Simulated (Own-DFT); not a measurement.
# Biaxial strain at fixed height in wurtzite AlN, 72 atoms (Al36N36)

Source: density functional calculations with Own-DFT, an unreviewed in-house program that is no longer used. Nothing was measured or relaxed, and spin and spin-orbit coupling are left out.

All runs used: PBE; PseudoDojo norm-conserving scalar-relativistic files; cutoff 42 hartree; 3 x 3 x 2 k mesh centred on Gamma; Fermi-Dirac smearing of 0.1 eV.

Caveats: forces on such cells moved up to 12 meV/angstrom on a denser k mesh; stress not checked against mesh or cutoff.

Unstrained cell vectors in Å: (9.336, 0.000, 0.000); (-4.668, 8.085, 0.000); (0.000, 0.000, 9.964). The unstrained cell has measured lattice constants (interpolated for alloys), not those of this functional. That, the random moves and any unrelaxed bonds set the pressure at no strain. Each run strains x and y alike by e, as a substrate would, and holds the height along z. Each atom got a random Gaussian move of width 0.05 Å along each axis. Stress is positive in tension.

```
e (%),u (Å),(s_xx + s_yy)/2 (GPa),s_zz (GPa)
-2.25,0.046,-19.05,-8.87
-1.75,0.053,?,?
-1.50,0.048,-15.64,-6.50
-1.00,0.056,-12.58,-7.03
-0.25,0.054,-8.43,-4.46
0.75,0.052,-0.59,-6.38
1.25,0.051,0.48,-3.59
1.50,0.052,1.56,-1.41
1.75,0.047,3.72,-3.49
3.00,0.049,9.39,-0.03
```

## Analysis

With e as a fraction, the in-plane stress is -6.3 + 570 e - 1246 e² GPa (errors 18 and 1135, scatter 0.83), and s_zz is -5.2 + 150 e GPa (slope ± 26, scatter 1.27). At e = 0 the first slope is C11 + C12 and the second 2 C13, both with the ions held to the strained lattice and at the cell's own pressure. A free layer would change its height as e changes, and the in-plane slope would drop by 2 C13²/C33 to the biaxial modulus. At fixed height, a misfit of 1 % moves the in-plane stress by about 5.7 GPa and s_zz by 1.5 GPa.

## Prediction

Q: what are the two stresses at e = -1.75 %?

The fitted form gives -16.6 and -7.8 GPa. The calculation gave -16.75 and -8.51 GPa.
